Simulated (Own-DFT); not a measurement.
# Computed records: InAs (zincblende, strongly disordered by large displacements), GaP (zincblende, strongly disordered by large displacements)

All values are calculated (Own-DFT development build). A calculation, not a measurement: plane-wave PBE density functional theory by an unreviewed code, no spin, of a simulated periodic cell, stress positive in tension, free energy of the whole cell less one offset for each atom, forces on such cells passed a denser k mesh, this cell's mesh not checked; broken bonds can close the gap or carry spin, so checks made on this kind of crystal may not hold here; offsets are fitted by least squares, one for each functional and potential file, so energies compare only between cells with the same atoms and settings and are not formation energies; the far tail of each file's local potential was reset to the Coulomb form; each entry is a single point on an unrelaxed cell, so the pressure reflects the starting lattice, mostly measured values (interpolated for alloys), from which strain is counted, and rises with the displacements; printed positions are rounded, which can move forces by about a meV/angstrom; the program, named Own-DFT, is a retired in-house code; no spin-orbit coupling.

Settings shared by all entries: functional PBE; potential files PseudoDojo norm-conserving, scalar-relativistic, standard set; wave cutoff 42 hartree; occupations Fermi-Dirac; smearing width 0.1 eV; k mesh 3 x 3 x 3 centred on Gamma.

(1) 
```cif
# cell vector a (Å): 12.1166 0.0000 0.0000
# cell vector b (Å): 0.0000 12.1166 0.0000
# cell vector c (Å): 0.0000 0.0000 12.1166
data_InAs
_symmetry_space_group_name_H-M 'P 1'
_symmetry_Int_Tables_number 1
_cell_length_a 12.1166
_cell_length_b 12.1166
_cell_length_c 12.1166
_cell_angle_alpha 90.000
_cell_angle_beta 90.000
_cell_angle_gamma 90.000
_cell_volume 1778.86
loop_
_atom_site_label
_atom_site_type_symbol
_atom_site_fract_x
_atom_site_fract_y
_atom_site_fract_z
_atom_site_occupancy
In1 In 0.01880 0.98267 0.97414 1
In2 In 0.99809 0.21315 0.23781 1
In3 In 0.26189 0.97460 0.24394 1
In4 In 0.22824 0.24703 0.00778 1
As1 As 0.13807 0.13637 0.11644 1
As2 As 0.14080 0.35771 0.37495 1
As3 As 0.37837 0.12333 0.38723 1
As4 As 0.36150 0.37974 0.10840 1
In5 In 0.97210 0.97725 0.50508 1
In6 In 0.98990 0.25342 0.77201 1
In7 In 0.27139 0.00961 0.75024 1
In8 In 0.24808 0.25422 0.51698 1
As5 As 0.14878 0.10959 0.62504 1
As6 As 0.12348 0.38172 0.86031 1
As7 As 0.39547 0.13306 0.89949 1
As8 As 0.35879 0.33490 0.62775 1
In9 In 0.99410 0.51209 0.00308 1
In10 In 0.00505 0.75983 0.23180 1
In11 In 0.23278 0.49456 0.23129 1
In12 In 0.24027 0.75051 0.02249 1
As9 As 0.13302 0.60902 0.11549 1
As10 As 0.09250 0.86457 0.34381 1
As11 As 0.40776 0.61102 0.35621 1
As12 As 0.37172 0.88008 0.13203 1
In13 In 0.98847 0.50742 0.47960 1
In14 In 0.02225 0.74428 0.74097 1
In15 In 0.27503 0.49591 0.73652 1
In16 In 0.26153 0.77138 0.48681 1
As13 As 0.14358 0.60691 0.64185 1
As14 As 0.11505 0.85541 0.87421 1
As15 As 0.38773 0.62928 0.86191 1
As16 As 0.37959 0.86652 0.57048 1
In17 In 0.52701 0.99681 0.00527 1
In18 In 0.50860 0.26148 0.26307 1
In19 In 0.77104 0.01303 0.23583 1
In20 In 0.75817 0.24924 0.05963 1
As17 As 0.61264 0.12858 0.12956 1
As18 As 0.61437 0.35450 0.38111 1
As19 As 0.87033 0.10901 0.38144 1
As20 As 0.86624 0.36465 0.13156 1
In21 In 0.49734 0.99369 0.51348 1
In22 In 0.50953 0.23453 0.73519 1
In23 In 0.75502 0.00385 0.75084 1
In24 In 0.75145 0.21627 0.48245 1
As21 As 0.66024 0.13598 0.61185 1
As22 As 0.62481 0.38860 0.86729 1
As23 As 0.86741 0.11966 0.88062 1
As24 As 0.86888 0.36874 0.63461 1
In25 In 0.51041 0.47636 0.01084 1
In26 In 0.50515 0.77428 0.22090 1
In27 In 0.73050 0.50328 0.21357 1
In28 In 0.75163 0.77304 0.98348 1
As25 As 0.62054 0.61440 0.11421 1
As26 As 0.62246 0.86723 0.36542 1
As27 As 0.86161 0.61921 0.39732 1
As28 As 0.85885 0.86855 0.15404 1
In29 In 0.50061 0.49191 0.49183 1
In30 In 0.51117 0.73181 0.78924 1
In31 In 0.73323 0.49777 0.78151 1
In32 In 0.76432 0.73120 0.49232 1
As29 As 0.60246 0.60675 0.63332 1
As30 As 0.61483 0.87332 0.85601 1
As31 As 0.85683 0.64844 0.91687 1
As32 As 0.85224 0.85923 0.63296 1
_calc_hardware 'one NVIDIA H200'
_calc_free_energy_of_cell_above_offsets '6.244'  # eV
_calc_pressure 10.54  # GPa
_calc_stress_xx -11.12  # GPa
_calc_stress_yy -11.49  # GPa
_calc_stress_zz -9.02  # GPa
_calc_stress_yz -1.74  # GPa
_calc_stress_xz -0.66  # GPa
_calc_stress_xy -1.57  # GPa
_calc_wall_time 1152  # s
```

Force:
| element | x (eV/Å) | y (eV/Å) | z (eV/Å) |
| --- | --- | --- | --- |
| In | -2.644 | 3.157 | 2.767 |
| In | -0.296 | 1.704 | 1.81 |
| In | -3.453 | 4.136 | 4.164 |
| In | 3.32 | 4.26 | -4.688 |
| As | -2.487 | -6.214 | 2.872 |
| As | -2.146 | 0.881 | -1.078 |
| As | -0.378 | 0.064 | -1.111 |
| As | 0.316 | -1.243 | 1.173 |
| In | 2.057 | -0.052 | 0.487 |
| In | 0.092 | -0.715 | -1.694 |
| In | 1.074 | -1.326 | 0.895 |
| In | -3.712 | -3.758 | -5.133 |
| As | -3.413 | -0.075 | -0.248 |
| As | 0.533 | 0.708 | 1.466 |
| As | -0.561 | -0.34 | -0.944 |
| As | 5.505 | 4.674 | 4.059 |
| In | -0.581 | -1.537 | -1.211 |
| In | -2.632 | -6.287 | -3.527 |
| In | 2.741 | -1.521 | 3.366 |
| In | 1.422 | 0.408 | -2.242 |
| As | -2.417 | 2.015 | 0.138 |
| As | 4.839 | 4.704 | 5.828 |
| As | -2.315 | 1.347 | -1.161 |
| As | 1.502 | -1.017 | -5.197 |
| In | 3.27 | -3.312 | 2.748 |
| In | -2.278 | -1.177 | -0.803 |
| In | 1.065 | -1.126 | 1.41 |
| In | -6.078 | -5.93 | -4.467 |
| As | -1.772 | 1.565 | -3.198 |
| As | 4.02 | -0.535 | -0.592 |
| As | -5.62 | -4.082 | 4.721 |
| As | 2.514 | 1.138 | 7.874 |
| In | -1.573 | -0.758 | -0.92 |
| In | -4.533 | -2.522 | -2.995 |
| In | -3.681 | 1.256 | 1.328 |
| In | -4.706 | -4.964 | -5.984 |
| As | 0.601 | -0.18 | 1.546 |
| As | 4.138 | 2.909 | 2.099 |
| As | 2.914 | -0.351 | -1.642 |
| As | 6.448 | 5.596 | 3.372 |
| In | 4.089 | 3.709 | -2.234 |
| In | 0.543 | 0.368 | 1.034 |
| In | -0.344 | 0.067 | -0.211 |
| In | 1.74 | 6.468 | -2.625 |
| As | -5.166 | -4.139 | 5.368 |
| As | -4.029 | -6.655 | 3.584 |
| As | 0.283 | 0.149 | 1.836 |
| As | -0.246 | 0.43 | -0.726 |
| In | -0.934 | 0.737 | -1.174 |
| In | 1.905 | -3.059 | 2.12 |
| In | 2.327 | -2.317 | 4.388 |
| In | -4.07 | 4.633 | 3.941 |
| As | -1.996 | 4.334 | -2.061 |
| As | 1.307 | 0.957 | 0.676 |
| As | 1.92 | -2.651 | -7.377 |
| As | 0.565 | -1.68 | -4.161 |
| In | -0.63 | -0.944 | 1.197 |
| In | 2.414 | 1.111 | -5.439 |
| In | 5.241 | 4.826 | -4.45 |
| In | -5.921 | 4.234 | 3.647 |
| As | 1.662 | 1.129 | 0.248 |
| As | 2.139 | 3.212 | 1.343 |
| As | 4.894 | -5.792 | -4.795 |
| As | 1.212 | -0.625 | 0.586 |

(2) 
```cif
# cell vector a (Å): 10.9010 0.0000 0.0000
# cell vector b (Å): 0.0000 10.9010 0.0000
# cell vector c (Å): 0.0000 0.0000 10.9010
data_GaP
_symmetry_space_group_name_H-M 'P 1'
_symmetry_Int_Tables_number 1
_cell_length_a 10.9010
_cell_length_b 10.9010
_cell_length_c 10.9010
_cell_angle_alpha 90.000
_cell_angle_beta 90.000
_cell_angle_gamma 90.000
_cell_volume 1295.39
loop_
_atom_site_label
_atom_site_type_symbol
_atom_site_fract_x
_atom_site_fract_y
_atom_site_fract_z
_atom_site_occupancy
Ga1 Ga 0.99961 0.98826 0.98445 1
Ga2 Ga 0.96626 0.26338 0.23818 1
Ga3 Ga 0.26397 0.01522 0.25159 1
Ga4 Ga 0.23803 0.22937 0.99550 1
P1 P 0.14502 0.12602 0.14015 1
P2 P 0.13965 0.35880 0.37061 1
P3 P 0.35681 0.14112 0.40179 1
P4 P 0.39716 0.39293 0.14768 1
Ga5 Ga 0.98763 0.01809 0.51719 1
Ga6 Ga 0.02203 0.21271 0.75384 1
Ga7 Ga 0.24443 0.99555 0.72709 1
Ga8 Ga 0.25879 0.28117 0.52519 1
P5 P 0.15034 0.13045 0.61530 1
P6 P 0.12973 0.38274 0.88596 1
P7 P 0.36251 0.11259 0.85857 1
P8 P 0.40888 0.35268 0.60429 1
Ga9 Ga 0.98025 0.48575 0.98767 1
Ga10 Ga 0.00025 0.79095 0.25713 1
Ga11 Ga 0.29560 0.48414 0.25501 1
Ga12 Ga 0.24156 0.74666 0.99542 1
P9 P 0.15299 0.63824 0.12851 1
P10 P 0.11074 0.86591 0.37487 1
P11 P 0.39291 0.62460 0.36422 1
P12 P 0.41722 0.86802 0.15113 1
Ga13 Ga 0.98798 0.49949 0.49505 1
Ga14 Ga 0.98441 0.73128 0.74773 1
Ga15 Ga 0.25273 0.49238 0.75177 1
Ga16 Ga 0.30798 0.75664 0.49730 1
P13 P 0.13502 0.62811 0.63883 1
P14 P 0.16347 0.90088 0.90867 1
P15 P 0.36943 0.61014 0.87310 1
P16 P 0.38169 0.86594 0.60591 1
Ga17 Ga 0.49517 0.02403 0.00410 1
Ga18 Ga 0.51457 0.25726 0.24539 1
Ga19 Ga 0.74209 0.00304 0.28556 1
Ga20 Ga 0.72593 0.21421 0.99470 1
P17 P 0.59770 0.12714 0.13797 1
P18 P 0.62291 0.35383 0.38155 1
P19 P 0.90112 0.14862 0.38484 1
P20 P 0.86987 0.40932 0.11038 1
Ga21 Ga 0.49084 0.00940 0.50187 1
Ga22 Ga 0.48327 0.28008 0.74339 1
Ga23 Ga 0.73826 0.98751 0.73335 1
Ga24 Ga 0.72183 0.24143 0.52072 1
P21 P 0.63391 0.09286 0.64300 1
P22 P 0.60543 0.39280 0.87647 1
P23 P 0.90130 0.14231 0.89112 1
P24 P 0.88516 0.37331 0.60327 1
Ga25 Ga 0.48254 0.47714 0.01685 1
Ga26 Ga 0.49093 0.73873 0.24226 1
Ga27 Ga 0.72410 0.49703 0.23179 1
Ga28 Ga 0.79375 0.74995 0.00918 1
P25 P 0.63628 0.64686 0.14501 1
P26 P 0.60123 0.89835 0.36654 1
P27 P 0.87652 0.63475 0.36687 1
P28 P 0.86736 0.88160 0.11064 1
Ga29 Ga 0.51526 0.51900 0.48360 1
Ga30 Ga 0.48577 0.80738 0.74801 1
Ga31 Ga 0.74640 0.49376 0.75495 1
Ga32 Ga 0.74077 0.74689 0.48312 1
P29 P 0.60584 0.62854 0.62583 1
P30 P 0.64207 0.86432 0.86264 1
P31 P 0.85105 0.62946 0.86065 1
P32 P 0.85836 0.86257 0.58951 1
_calc_hardware 'one NVIDIA H100'
_calc_free_energy_of_cell_above_offsets '2.450'  # eV
_calc_pressure 10.99  # GPa
_calc_stress_xx -9.38  # GPa
_calc_stress_yy -10.44  # GPa
_calc_stress_zz -13.14  # GPa
_calc_stress_yz 1.3  # GPa
_calc_stress_xz -1.72  # GPa
_calc_stress_xy -0.64  # GPa
_calc_wall_time 571.6  # s
```

Force:
| element | x (eV/Å) | y (eV/Å) | z (eV/Å) |
| --- | --- | --- | --- |
| Ga | 0.193 | 0.758 | 1.44 |
| Ga | 2.619 | 0.97 | -1.372 |
| Ga | 0.867 | -2.498 | 1.78 |
| Ga | 0.484 | 1.139 | -0.621 |
| P | -3.395 | 0.712 | -0.818 |
| P | -0.89 | 1.993 | -0.159 |
| P | 1.475 | -0.674 | -1.751 |
| P | 0.666 | -8.227 | -1.645 |
| Ga | 1.616 | -1.662 | -0.842 |
| Ga | 0.458 | 3.263 | -0.862 |
| Ga | 0.596 | -1.818 | 1.215 |
| Ga | -3.608 | -1.422 | -2.744 |
| P | -2.072 | -0.491 | -0.417 |
| P | 0.089 | -1.846 | -0.852 |
| P | 1.359 | 1.721 | 0.338 |
| P | -0.887 | 7.015 | -4.061 |
| Ga | 3.835 | 3.843 | -3.076 |
| Ga | -3.409 | -4.694 | -4.656 |
| Ga | -7.9 | 4.182 | 4.387 |
| Ga | 2.966 | -1.112 | -0.071 |
| P | -2.654 | -2.032 | 2.172 |
| P | 5.833 | 4.418 | 5.141 |
| P | -1.552 | -0.462 | 1.581 |
| P | -5.806 | 7.173 | -5.956 |
| Ga | 2.582 | 1.979 | -1.602 |
| Ga | 1.25 | 1.654 | -1.322 |
| Ga | 0.011 | -0.142 | -0.489 |
| Ga | -7.325 | -6.514 | -5.895 |
| P | 0.108 | -0.289 | -1.703 |
| P | -0.997 | 0.771 | -3.197 |
| P | 1.308 | 1.885 | 0.686 |
| P | 0.931 | 8.057 | 4.099 |
| Ga | -0.662 | -2.91 | -1.543 |
| Ga | -3.035 | 0.821 | 2.491 |
| Ga | 2.378 | 1.93 | -1.857 |
| Ga | 0.411 | 2.296 | -0.533 |
| P | 3.911 | -2.022 | -0.696 |
| P | 0.782 | 2.557 | -0.253 |
| P | -3.58 | -1.225 | 0.443 |
| P | -3.462 | -4.402 | 3.557 |
| Ga | 0.413 | 1.212 | -0.152 |
| Ga | 3.646 | -5.083 | 7.273 |
| Ga | 6.504 | -4.806 | 3.814 |
| Ga | 2.264 | -0.259 | 0.088 |
| P | -6.014 | 7.056 | -4.318 |
| P | 1.45 | -2.289 | 0.101 |
| P | -2.649 | -1.466 | 0.272 |
| P | -2.182 | -2.232 | 3.438 |
| Ga | 3.045 | 5.442 | -4.868 |
| Ga | 4.146 | -2.923 | 3.155 |
| Ga | 1.794 | -1.005 | 2.728 |
| Ga | -4.353 | -3.239 | -1.779 |
| P | 0.092 | -0.047 | -3.364 |
| P | -0.297 | -3.013 | 1.399 |
| P | -0.352 | -0.732 | -0.94 |
| P | 2.144 | 4.453 | 4.074 |
| Ga | 0.612 | -2.103 | 0.532 |
| Ga | 2.19 | -4.387 | 3.17 |
| Ga | -0.773 | -0.571 | -2.437 |
| Ga | -2.274 | -1.237 | -0.977 |
| P | 1.598 | 1.119 | 0.965 |
| P | -0.415 | 0.717 | 2.667 |
| P | 1.654 | -1.2 | 1.217 |
| P | 2.262 | 1.897 | 3.605 |

(3) 
```cif
# cell vector a (Å): 10.9010 0.0000 0.0000
# cell vector b (Å): 0.0000 10.9010 0.0000
# cell vector c (Å): 0.0000 0.0000 10.9010
data_GaP
_symmetry_space_group_name_H-M 'P 1'
_symmetry_Int_Tables_number 1
_cell_length_a 10.9010
_cell_length_b 10.9010
_cell_length_c 10.9010
_cell_angle_alpha 90.000
_cell_angle_beta 90.000
_cell_angle_gamma 90.000
_cell_volume 1295.39
loop_
_atom_site_label
_atom_site_type_symbol
_atom_site_fract_x
_atom_site_fract_y
_atom_site_fract_z
_atom_site_occupancy
Ga1 Ga 0.02959 0.96741 0.97434 1
Ga2 Ga 0.00751 0.23638 0.24116 1
Ga3 Ga 0.24587 0.01067 0.23784 1
Ga4 Ga 0.25100 0.24998 0.00866 1
P1 P 0.11308 0.12236 0.12800 1
P2 P 0.12487 0.39229 0.37961 1
P3 P 0.36887 0.10999 0.41835 1
P4 P 0.37341 0.37899 0.14171 1
Ga5 Ga 0.97686 0.01131 0.51966 1
Ga6 Ga 0.01701 0.27656 0.74040 1
Ga7 Ga 0.25600 0.99928 0.74811 1
Ga8 Ga 0.24684 0.25929 0.52770 1
P5 P 0.13779 0.11962 0.61716 1
P6 P 0.13968 0.39059 0.92024 1
P7 P 0.36727 0.09944 0.88665 1
P8 P 0.37732 0.39487 0.64152 1
Ga9 Ga 0.01080 0.52054 0.00509 1
Ga10 Ga 0.02125 0.72433 0.25658 1
Ga11 Ga 0.24185 0.48123 0.24123 1
Ga12 Ga 0.20893 0.75036 0.98407 1
P9 P 0.14562 0.63866 0.11832 1
P10 P 0.12123 0.85863 0.38249 1
P11 P 0.36279 0.61852 0.35934 1
P12 P 0.37442 0.86593 0.14982 1
Ga13 Ga 0.02740 0.47876 0.52031 1
Ga14 Ga 0.99528 0.72704 0.74987 1
Ga15 Ga 0.21537 0.53238 0.75544 1
Ga16 Ga 0.25282 0.77315 0.48196 1
P13 P 0.11341 0.58939 0.63342 1
P14 P 0.13714 0.85178 0.87085 1
P15 P 0.35568 0.63216 0.90917 1
P16 P 0.38615 0.85788 0.61441 1
Ga17 Ga 0.51790 0.99279 0.00707 1
Ga18 Ga 0.54041 0.22694 0.24556 1
Ga19 Ga 0.76058 0.98179 0.26045 1
Ga20 Ga 0.78252 0.21948 0.99584 1
P17 P 0.63057 0.15257 0.09786 1
P18 P 0.61527 0.38236 0.39364 1
P19 P 0.87702 0.11782 0.41028 1
P20 P 0.86310 0.36591 0.13640 1
Ga21 Ga 0.48807 0.00909 0.49473 1
Ga22 Ga 0.51291 0.23138 0.75700 1
Ga23 Ga 0.73033 0.01772 0.75622 1
Ga24 Ga 0.75065 0.22464 0.51726 1
P21 P 0.63620 0.15544 0.63508 1
P22 P 0.62802 0.33268 0.88818 1
P23 P 0.90895 0.11138 0.87972 1
P24 P 0.88333 0.38394 0.62039 1
Ga25 Ga 0.51315 0.47815 0.02514 1
Ga26 Ga 0.51992 0.75089 0.22663 1
Ga27 Ga 0.75527 0.50529 0.21142 1
Ga28 Ga 0.72435 0.75831 0.00627 1
P25 P 0.61547 0.63742 0.10516 1
P26 P 0.62560 0.90526 0.33690 1
P27 P 0.86471 0.64601 0.36154 1
P28 P 0.85320 0.87326 0.13300 1
Ga29 Ga 0.50627 0.47568 0.52500 1
Ga30 Ga 0.51072 0.75487 0.77186 1
Ga31 Ga 0.75528 0.50567 0.76910 1
Ga32 Ga 0.73717 0.75495 0.49001 1
P29 P 0.64040 0.62994 0.60164 1
P30 P 0.64835 0.88003 0.85633 1
P31 P 0.86856 0.61381 0.84224 1
P32 P 0.89606 0.88709 0.62929 1
_calc_hardware 'one NVIDIA H100'
_calc_free_energy_of_cell_above_offsets '3.720'  # eV
_calc_pressure 11.65  # GPa
_calc_stress_xx -12.61  # GPa
_calc_stress_yy -10.59  # GPa
_calc_stress_zz -11.74  # GPa
_calc_stress_yz 2.41  # GPa
_calc_stress_xz 1.69  # GPa
_calc_stress_xy 0.86  # GPa
_calc_wall_time 567.4  # s
```

Force:
| element | x (eV/Å) | y (eV/Å) | z (eV/Å) |
| --- | --- | --- | --- |
| Ga | -3.647 | 2.617 | 3.449 |
| Ga | -2.285 | 2.587 | 3.543 |
| Ga | 1.047 | -1.089 | 2.579 |
| Ga | 1.437 | -1.05 | 0.742 |
| P | 1.69 | -1.865 | -2.71 |
| P | 0.577 | -3.811 | -1.865 |
| P | -5.656 | 5.939 | -6.077 |
| P | 1.838 | -3.367 | -0.814 |
| Ga | 5.86 | -1.013 | -0.145 |
| Ga | 0.542 | -1.28 | 1.608 |
| Ga | 0.231 | -1.257 | -1.268 |
| Ga | 1.86 | 1.537 | -1.67 |
| P | -1.82 | -0.197 | 1.794 |
| P | -0.77 | -0.327 | -3.799 |
| P | 1.155 | 1.65 | 0.263 |
| P | -2.288 | -2.109 | 2.933 |
| Ga | -2.244 | -0.191 | 0.366 |
| Ga | -1.161 | 1.283 | 0.048 |
| Ga | 0.033 | 2.792 | 0.902 |
| Ga | 7.469 | -3.395 | 5.873 |
| P | -2.219 | -3.192 | 3.175 |
| P | -3.021 | 3.968 | -2.105 |
| P | 1.436 | 0.415 | 0.982 |
| P | -0.977 | 1.554 | -2.885 |
| Ga | -4.529 | -0.931 | -3.287 |
| Ga | 1.108 | 2.306 | -2.005 |
| Ga | 8.469 | -4.538 | 8.558 |
| Ga | 2.853 | -3.535 | 1.243 |
| P | -2.588 | 9.125 | -4.296 |
| P | -3.313 | 5.071 | -9.865 |
| P | 2.403 | -1.158 | -2.342 |
| P | 0.438 | 0.929 | 1.918 |
| Ga | -1.055 | -0.615 | 0.264 |
| Ga | -3.139 | 2.613 | 4.206 |
| Ga | 5.59 | 6.209 | -1.989 |
| Ga | 1.36 | 1.897 | -0.444 |
| P | -0.153 | -3.572 | -0.446 |
| P | 2.853 | -2.376 | -2.99 |
| P | -1.606 | 2.208 | -6.481 |
| P | 2.687 | -1.566 | -2.069 |
| Ga | 6.289 | -5.015 | 3.449 |
| Ga | -4.743 | 1.673 | 1.482 |
| Ga | 4.182 | 1.613 | -1.617 |
| Ga | 3.157 | 5.766 | -3.897 |
| P | -3.164 | -5.401 | 1.349 |
| P | 1.359 | 3.304 | 0.724 |
| P | -0.513 | 0.382 | -2.004 |
| P | -2.231 | -1.44 | 0.685 |
| Ga | -1.096 | -0.431 | -1.838 |
| Ga | -2.073 | 0.575 | 3.911 |
| Ga | -1.563 | 2.444 | 3.619 |
| Ga | 3.469 | 1.491 | -2.04 |
| P | 0.474 | -3.898 | 0.124 |
| P | -7.224 | -4.746 | 6.044 |
| P | 0.085 | -2.482 | 0.079 |
| P | 3.672 | -1.714 | -2.725 |
| Ga | -0.22 | 3.277 | -1.396 |
| Ga | -1.7 | -1.666 | -1.523 |
| Ga | -6.338 | -6.36 | -5.025 |
| Ga | 1.912 | 2.815 | -1.586 |
| P | -2.142 | -1.926 | 3.589 |
| P | -2.284 | -1.363 | 2.788 |
| P | 4.113 | 4.715 | 7.871 |
| P | -3.882 | -3.878 | 3.049 |

(4) 
```cif
# cell vector a (Å): 12.1166 0.0000 0.0000
# cell vector b (Å): 0.0000 12.1166 0.0000
# cell vector c (Å): 0.0000 0.0000 12.1166
data_InAs
_symmetry_space_group_name_H-M 'P 1'
_symmetry_Int_Tables_number 1
_cell_length_a 12.1166
_cell_length_b 12.1166
_cell_length_c 12.1166
_cell_angle_alpha 90.000
_cell_angle_beta 90.000
_cell_angle_gamma 90.000
_cell_volume 1778.86
loop_
_atom_site_label
_atom_site_type_symbol
_atom_site_fract_x
_atom_site_fract_y
_atom_site_fract_z
_atom_site_occupancy
In1 In 0.02920 0.00407 0.02081 1
In2 In 0.95758 0.29836 0.25129 1
In3 In 0.20227 0.02989 0.29098 1
In4 In 0.25463 0.26667 0.97073 1
As1 As 0.13661 0.08990 0.13079 1
As2 As 0.17244 0.38303 0.38901 1
As3 As 0.36386 0.13968 0.38315 1
As4 As 0.37338 0.35363 0.09419 1
In5 In 0.02478 0.98113 0.53834 1
In6 In 0.99526 0.28041 0.74163 1
In7 In 0.25756 0.00623 0.73368 1
In8 In 0.23691 0.23726 0.56711 1
As5 As 0.11648 0.15432 0.66026 1
As6 As 0.12726 0.38507 0.88116 1
As7 As 0.36411 0.13302 0.88399 1
As8 As 0.32352 0.36787 0.64147 1
In9 In 0.02747 0.49303 0.00262 1
In10 In 0.03554 0.74022 0.23455 1
In11 In 0.19959 0.49403 0.23799 1
In12 In 0.31264 0.73404 0.00040 1
As9 As 0.15754 0.64932 0.14757 1
As10 As 0.11070 0.88278 0.30547 1
As11 As 0.39335 0.58501 0.37547 1
As12 As 0.39373 0.90569 0.10274 1
In13 In 0.01045 0.48084 0.52955 1
In14 In 0.97867 0.75871 0.75816 1
In15 In 0.28854 0.52170 0.74438 1
In16 In 0.28258 0.79873 0.41341 1
As13 As 0.12952 0.61647 0.60361 1
As14 As 0.09104 0.89040 0.90366 1
As15 As 0.37188 0.63867 0.85372 1
As16 As 0.38518 0.90246 0.65773 1
In17 In 0.46466 0.98723 0.96373 1
In18 In 0.52783 0.28658 0.30595 1
In19 In 0.71868 0.05338 0.25364 1
In20 In 0.75332 0.31015 0.98064 1
As17 As 0.58748 0.11185 0.11177 1
As18 As 0.57909 0.41624 0.41319 1
As19 As 0.89424 0.09425 0.39187 1
As20 As 0.90514 0.38200 0.10536 1
In21 In 0.47139 0.00456 0.51603 1
In22 In 0.46109 0.20466 0.75568 1
In23 In 0.76661 0.97295 0.70957 1
In24 In 0.68047 0.28183 0.49927 1
As21 As 0.65253 0.12617 0.60042 1
As22 As 0.61554 0.38248 0.89828 1
As23 As 0.87564 0.10982 0.88332 1
As24 As 0.88889 0.38002 0.64282 1
In25 In 0.50196 0.48694 0.99470 1
In26 In 0.48588 0.74833 0.26964 1
In27 In 0.74939 0.49529 0.28151 1
In28 In 0.76124 0.77237 0.00920 1
As25 As 0.61999 0.57740 0.16484 1
As26 As 0.62546 0.86100 0.35944 1
As27 As 0.87090 0.56570 0.40264 1
As28 As 0.85666 0.90601 0.13118 1
In29 In 0.44591 0.42450 0.52827 1
In30 In 0.50848 0.76929 0.70821 1
In31 In 0.73074 0.54560 0.72867 1
In32 In 0.78602 0.75761 0.48088 1
As29 As 0.59527 0.62740 0.62037 1
As30 As 0.62797 0.87219 0.82625 1
As31 As 0.85275 0.63077 0.86755 1
As32 As 0.87345 0.86346 0.62301 1
_calc_hardware 'one NVIDIA H200'
_calc_free_energy_of_cell_above_offsets '36.172'  # eV
_calc_pressure 15.83  # GPa
_calc_stress_xx -14.44  # GPa
_calc_stress_yy -16.71  # GPa
_calc_stress_zz -16.35  # GPa
_calc_stress_yz -0.94  # GPa
_calc_stress_xz 0.76  # GPa
_calc_stress_xy -0.19  # GPa
_calc_wall_time 1232  # s
```

Force:
| element | x (eV/Å) | y (eV/Å) | z (eV/Å) |
| --- | --- | --- | --- |
| In | -7.952 | 1.843 | 0.698 |
| In | 3.294 | -4.921 | 7.412 |
| In | 6.404 | 6.036 | 2.844 |
| In | -2.442 | -1.046 | 1.55 |
| As | 3.029 | 7.263 | -0.458 |
| As | -2.027 | -2.315 | 2.334 |
| As | -0.158 | 0.351 | 0.959 |
| As | 1.149 | 1.78 | 3.876 |
| In | 0.845 | 0.637 | -1.039 |
| In | 1.608 | -3.174 | 6.709 |
| In | -5.013 | 2.257 | 3.758 |
| In | 1.758 | -2.808 | -10.09 |
| As | -4.615 | -7.047 | 2.898 |
| As | 0.871 | -0.099 | -3.762 |
| As | -4.153 | -3.339 | 2.869 |
| As | 1.21 | 0.997 | 7.062 |
| In | -0.342 | 4.383 | 0.476 |
| In | -10.18 | -1.525 | 0.849 |
| In | 2.997 | -2.473 | -0.108 |
| In | -2.404 | 2.86 | 3.488 |
| As | 4.042 | -1.199 | -7.423 |
| As | -1.558 | -1.038 | 5.32 |
| As | -1.431 | 0.478 | -0.16 |
| As | -3.481 | -4.478 | 7.048 |
| In | 1.341 | -0.707 | -2.121 |
| In | 2.427 | -1.169 | 1.016 |
| In | -5.341 | -0.344 | -1.181 |
| In | 0.309 | -1.141 | 1.141 |
| As | 1.768 | 2.98 | 1.686 |
| As | 4.224 | -6.223 | -6.961 |
| As | 5.095 | 1.263 | 0.262 |
| As | -0.293 | -2.204 | -2.716 |
| In | 5.6 | 1.036 | -5.156 |
| In | -3.545 | -7.32 | -7.552 |
| In | 1.203 | -1.425 | 1.125 |
| In | 5.251 | -4.8 | 2.726 |
| As | -0.071 | 2.078 | 0.035 |
| As | 6.154 | 8.134 | -1.704 |
| As | -0.903 | 1.6 | -0.943 |
| As | -4.024 | 2.377 | -3.751 |
| In | 2.244 | 1.207 | -2.689 |
| In | 5.934 | 3.793 | -6.067 |
| In | -4.088 | 6.301 | 4.622 |
| In | 4.78 | -0.416 | 0.718 |
| As | -2.012 | -2.971 | 2.413 |
| As | -2.159 | -0.306 | -8.01 |
| As | -0.286 | 1.041 | -0.485 |
| As | -7.731 | 3.046 | -3.204 |
| In | -3.179 | 3.73 | 2.976 |
| In | 0.007 | -0.92 | -1.515 |
| In | -0.42 | -2.073 | -2.147 |
| In | -0.937 | -0.95 | -0.836 |
| As | -1.94 | 2.397 | -2.432 |
| As | 1.327 | 1.867 | 1.514 |
| As | 2.56 | 3.21 | 1.712 |
| As | 0.81 | -0.06 | 1.043 |
| In | -0.504 | 4.103 | 0.429 |
| In | -0.509 | -1.512 | 2.095 |
| In | 1.458 | -2.523 | 1.476 |
| In | -2.062 | -1.753 | -2.06 |
| As | -0.211 | -2.256 | -4.555 |
| As | 0.485 | 1.215 | 3.422 |
| As | 1.293 | -0.348 | 2.058 |
| As | 4.49 | -3.376 | -3.491 |
